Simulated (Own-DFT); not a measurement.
# Cleaving wurtzite AlN, m plane (10-10)

The numbers are computed, not measured, by runs of the plane-wave DFT program Own-DFT (in-house, retired, unreviewed) at fixed positions, with no spin and no spin-orbit coupling.

Caveats (not all hold for every row): some atoms lie very close together; forces not confirmed at this smearing and k mesh; k mesh not checked against a denser one.

Both sets of runs: PBE; PseudoDojo norm-conserving scalar-relativistic files; cutoff 42 hartree; Gaussian smearing of 0.01 eV. The slab has 128 atoms in 16 layers, two equal faces of 62.02 Å² as cut, 15 Å of vacuum, a dipole correction along the normal and a 6 x 3 x 1 mesh. The bulk cell has 128 atoms, the same measured lattice constants and a 3 x 3 x 3 mesh. All atoms were moved at random; u is the rms move along one axis. Energies are counted from -174.06 eV for each atom.

| slab run | u (Å) | E (eV, cell) |
|---|---|---|
| 1 | 0.0191 | 19.909 |
| 2 | 0.0193 | 20.624 |
| 3 | 0.0196 | 20.532 |
| 4 | 0.0197 | 20.856 |
| 5 | 0.0199 | 20.565 |
| 6 | 0.0201 | 19.943 |
| 7 | 0.0207 | 20.493 |
| 8 | 0.0213 | 20.247 |
| 9 | 0.0482 | 28.247 |
| 10 | 0.0490 | 29.265 |
| 11 | 0.1013 | 57.314 |
| 12 | 0.1019 | 60.404 |

```
bulk run   u (Å)  E (meV/atom)
       1  0.0200         -2.19
       2  0.0203         -1.77
       3  0.0204         -1.84
       4  0.0972        337.23
       5  0.0981        312.11
       6  0.0984        331.75
       7  0.0996        309.71
       8  0.1016        307.56
       9  0.1021        337.99
      10  0.1084        395.81
```

Q: what is the energy of the unrelaxed surface?

## Solution

Take each set to u = 0 with E = a + b u². Rows are weighted down as u grows, with residuals divided by u² + 0.0006 Å². Slab: a = 18.82 ± 0.15 eV. Bulk: a = -16.0 ± 1.0 meV/atom. The excess is 18.82 - 128 x (-0.0160) = 20.86 ± 0.20 eV. Over two faces that is 168 meV/Å², or 2.69 ± 0.03 J/m². Relaxing the faces would lower the energy, and the unlike meshes and the reach from the smallest u down to zero add errors that aren't counted here.
